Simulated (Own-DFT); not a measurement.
# Point defects and the pressure they add: B20 RuSi

No measurement is shown. These are fixed-geometry runs of a retired plane-wave code named Own-DFT, which no person has reviewed; spin and spin-orbit coupling are neglected.

Method: PBE; PseudoDojo norm-conserving scalar-relativistic files; cutoff 50 hartree; 5 x 4 x 5 k mesh centred on Gamma; cold (Marzari-Vanderbilt) smearing of 0.2 eV.

Known weak points (not all hold for every row): not probed for a lower state with spin; forces on such cells failed a check on a denser k mesh; stress not checked against mesh or cutoff.

All runs share one cell, with vectors in Å (4.709, 0.000, 4.709); (0.000, 9.417, 0.000); (-4.709, 0.000, 4.709) and a volume of 417.6 Å³. u is the rms random offset of the atoms per axis. The defect's site can differ from row to row.

```
               cell   formula   u (Å)  P (GPa)
          no defect  Ru16Si16  0.0171     5.11
          no defect  Ru16Si16  0.0196     4.63
          no defect  Ru16Si16  0.0546     6.86
     one Si vacancy  Ru16Si15  0.0293     2.48
     one Si vacancy  Ru16Si15  0.0481     3.18
     one Si vacancy  Ru16Si15  0.0501     3.86
     one Ru vacancy  Ru15Si16  0.0309     2.67
     one Ru vacancy  Ru15Si16  0.0469     2.97
     one Ru vacancy  Ru15Si16  0.0471     4.44
one Si on a Ru site  Ru15Si17  0.0315     6.17
one Si on a Ru site  Ru15Si17  0.0469     6.96
one Si on a Ru site  Ru15Si17  0.0564     6.74
one Ru on a Si site  Ru17Si15  0.0294     8.28
one Ru on a Si site  Ru17Si15  0.0295     7.95
one Ru on a Si site  Ru17Si15  0.0487        ?
one Ru on a Si site  Ru17Si15  0.0515     9.48
```

## Worked fit

P = P0 + c u² + a shift for each defect gives P0 = 4.73 GPa, c = 657 ± 137 GPa/Å² and a scatter of 0.47 GPa. The shifts, and each times the cell's volume:

- one Ru on a Si site: 2.87 ± 0.39 GPa, 7.5 eV
- one Si on a Ru site: 0.49 ± 0.41 GPa, 1.3 eV (not resolved)
- one Ru vacancy: -2.55 ± 0.39 GPa, -6.6 eV
- one Si vacancy: -2.80 ± 0.40 GPa, -7.3 eV

Positive is outwards. The product with the volume (160.2 GPa Å³ to the eV) is nearly free of the cell's size; divided by the bulk modulus at the cell's pressure it gives the volume that the defect adds. The atoms around the defects weren't relaxed, which would change these numbers.

## Prediction

Q: what pressure belongs in the blank (one Ru on a Si site, u = 0.0487 Å)?

From the fit: 9.17 ± 0.56 GPa. The hidden result is 10.50 GPa.
